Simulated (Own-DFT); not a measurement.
# How much smaller does PBEsol make it? C40 NbSi2, 36 atoms (Nb12Si24)

Source: density functional calculations with Own-DFT, an unreviewed in-house program that is no longer used. Nothing was measured or relaxed, and spin and spin-orbit coupling are left out.

Keep in mind: forces on such cells failed a check on a denser k mesh; stress not checked against mesh or cutoff.

Each geometry was run with PBE and with PBEsol, otherwise alike: PseudoDojo norm-conserving scalar-relativistic files made for PBE; cutoff 42 hartree; 4 x 4 x 5 k mesh centred on Gamma; cold (Marzari-Vanderbilt) smearing of 0.2 eV. Unstrained cell vectors in Å: (0.000, 8.324, 0.000); (-9.613, 0.000, 0.000); (0.000, 0.000, 6.586). Each has a uniform strain, of which the change of volume is shown, and random moves of rms u per axis.

| run | volume change (%) | u (Å) | P with PBE (GPa) | P with PBEsol (GPa) |
|---|---|---|---|---|
| 1 | 2.96 | 0.0496 | -2.08 | -5.60 |
| 2 | -5.14 | 0.0475 | 13.75 | 9.85 |
| 3 | -2.60 | 0.0429 | 7.75 | 3.97 |
| 4 | 0.39 | 0.0499 | 2.26 | -1.38 |
| 5 | 1.31 | 0.0476 | 0.57 | -3.03 |
| 6 | 3.50 | 0.0447 | -3.50 | -7.01 |
| 7 | -2.86 | 0.0522 | 9.22 | 5.43 |
| 8 | 2.73 | 0.0492 | -1.49 | -5.03 |
| 9 | -0.96 | 0.0556 | 5.26 | 1.57 |
| 10 | 1.73 | 0.0467 | -0.03 | -3.61 |
| 11 | 3.29 | 0.0484 | -2.23 | ? |

The question: by how much does PBEsol shrink this cell, and what belongs in the blank?

## Worked answer

Write v for the change of volume as a fraction. Fitted to v and u², the PBE pressure has a slope of -193 ± 4 GPa in v, with the ions held to the strained lattice. The difference PBEsol less PBE is -3.66 + 4.5 v GPa (slope ± 0.1) and averages -3.66 GPa. Divided by the mean slope of the two, 191 GPa, that makes PBEsol's volume at a given pressure, near 1 GPa, about 1.9 % smaller, or 0.64 % in lengths. At one volume PBEsol's slope is the smaller by 5 GPa, but its pressure there is lower too. If stiffness rises by about 4 GPa for each GPa, PBEsol at equal pressure is stiffer by about 10 GPa. Files made for PBEsol would give a different shift.

For run 11 the line gives -5.74 GPa. Computed: -5.74 GPa.
